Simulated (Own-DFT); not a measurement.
# Response to strain: bcc W, 16 atoms (W16)

All numbers below are calculated, not measured. The program, named Own-DFT, is a retired in-house plane-wave density functional code that no person has reviewed. Each row is one single-point run on a periodic cell that was not relaxed, without spin or spin-orbit coupling.

Settings of every run: PBE; PseudoDojo norm-conserving scalar-relativistic files; cutoff 50 hartree; 5 x 5 x 5 k mesh centred on Gamma; cold (Marzari-Vanderbilt) smearing of 0.2 eV.

Known limits: forces on such cells failed a check on a denser k mesh; stress not checked against mesh or cutoff.

Unstrained cell vectors in Å: (6.330, 0.000, 0.000); (0.000, 6.330, 0.000); (0.000, 0.000, 6.330). The unstrained cell has measured lattice constants (interpolated for alloys), not those of this functional. That, the random moves and any unrelaxed bonds set the pressure at no strain. Each run strains this cell uniformly, with the atoms carried along. Every atom was also moved at random, by a Gaussian of width 0.05 Å on each axis. Strain is the symmetric tensor, in per cent. Stress is positive in tension, and the pressure is minus a third of its trace.

| run | e_xx (%) | e_yy (%) | e_zz (%) | e_yz (%) | e_xz (%) | e_xy (%) | s_xx (GPa) | s_yy (GPa) | s_zz (GPa) | s_yz (GPa) | s_xz (GPa) | s_xy (GPa) | P (GPa) | E (meV/atom) |
|---|---|---|---|---|---|---|---|---|---|---|---|---|---|---|
| 1 | 1.60 | 0.77 | -0.29 | 0.89 | -0.97 | -0.24 | 1.67 | -0.81 | -4.48 | 2.58 | -2.82 | -0.42 | 1.21 | 2.7 |
| 2 | 0.20 | 0.01 | 0.20 | -0.94 | -0.91 | -0.68 | -6.24 | -6.36 | -5.74 | -3.44 | -3.10 | -2.31 | 6.11 | 0.0 |
| 3 | -0.46 | -0.74 | -0.10 | -0.12 | 0.27 | -1.14 | -11.72 | -13.36 | -10.99 | -0.65 | 0.94 | -3.56 | 12.02 | 27.4 |
| 4 | -0.35 | 1.13 | -1.25 | -1.60 | 1.71 | 0.19 | -11.04 | -5.67 | -13.37 | -5.40 | 5.38 | 1.27 | 10.03 | 41.6 |
| 5 | 0.02 | -0.74 | -0.96 | -1.59 | -1.77 | -1.47 | -12.37 | -14.10 | -15.06 | -5.83 | -6.62 | -5.58 | 13.84 | 47.3 |
| 6 | 0.64 | -0.92 | 1.66 | 1.35 | -0.14 | -1.56 | -2.81 | -8.54 | -0.29 | 4.09 | 0.03 | -4.58 | 3.88 | 27.0 |
| 7 | -1.33 | -0.60 | -1.10 | -0.15 | 1.38 | -1.79 | -19.63 | -17.45 | -19.09 | -0.08 | 4.49 | -6.25 | 18.72 | 73.6 |
| 8 | 0.89 | 0.09 | -1.47 | -1.57 | -1.35 | 0.31 | -6.09 | -9.45 | -14.42 | -4.37 | -4.17 | 0.01 | 9.99 | 45.3 |
| 9 | 0.70 | -0.07 | -0.62 | -0.56 | 1.16 | -1.09 | -6.11 | -8.43 | -9.87 | -1.14 | 3.62 | -3.26 | 8.14 | 26.3 |
| 10 | 1.42 | -1.91 | -1.52 | -0.78 | 1.22 | 0.89 | -7.50 | -18.99 | -17.38 | -2.83 | 4.41 | 3.27 | 14.62 | 38.1 |
| 11 | -1.50 | -0.81 | -0.37 | -0.02 | 1.43 | 1.46 | -19.73 | -17.41 | -15.29 | -0.60 | 4.58 | 4.98 | 17.48 | 64.4 |
| 12 | -1.37 | 0.14 | -1.21 | 1.80 | 0.96 | 0.39 | -18.61 | -13.28 | -17.71 | 6.06 | 3.37 | 0.75 | 16.53 | 53.9 |
| 13 | -0.97 | 1.35 | 1.65 | 0.86 | 0.90 | 1.67 | -6.77 | 0.08 | 1.81 | 2.28 | 2.34 | 4.37 | 1.62 | 21.8 |
| 14 | -1.35 | 1.21 | -1.65 | -0.05 | 0.38 | -0.37 | -16.47 | -7.67 | -17.12 | 0.05 | 1.13 | -0.96 | 13.75 | 35.7 |
| 15 | -0.49 | 1.84 | 0.21 | -1.34 | 0.41 | 0.29 | ? | ? | ? | ? | ? | ? | ? | ? |

E is the free energy for each atom above the lowest run shown.

## Worked fit

Each stress component was fitted by least squares to a constant and the strains of the runs shown, as fractions, with shears doubled. Shear strains stay in the fit of a normal stress only where such slopes are resolved. The slopes, in GPa:

| stress | at no strain | per e_xx | per e_yy | per e_zz | scatter |
|---|---|---|---|---|---|
| s_xx | -8.2 | 566 ± 12 | 216 ± 14 | 233 ± 12 | 0.46 |
| s_yy | -8.3 | 235 ± 13 | 560 ± 15 | 212 ± 12 | 0.48 |
| s_zz | -8.1 | 227 ± 12 | 229 ± 13 | 547 ± 12 | 0.44 |

Each shear stress against twice its own strain: yz 166 ± 7, xz 166 ± 5, xy 154 ± 8 GPa. These are stiffnesses along x, y and z of the frame in which the cell vectors are given, which need not be the crystal's axes. The atoms are held to the strained lattice; where symmetry lets them move under strain, relaxing them would lower some slopes. The table should be nearly symmetric about its diagonal, and what it lacks of that shows the noise. A ninth of its sum, 336 ± 6 GPa, estimates the bulk modulus near the mean pressure of these runs, 10.6 GPa, so it lies above the value at zero pressure.

## Withheld run

Question: what normal stresses and pressure should run 15 give?

The fit gives s_xx = -6.5, s_yy = 1.3, s_zz = -3.9 and P = 3.0 GPa. The calculation gave -5.33, 2.04, -2.88 and P = 2.06 GPa.
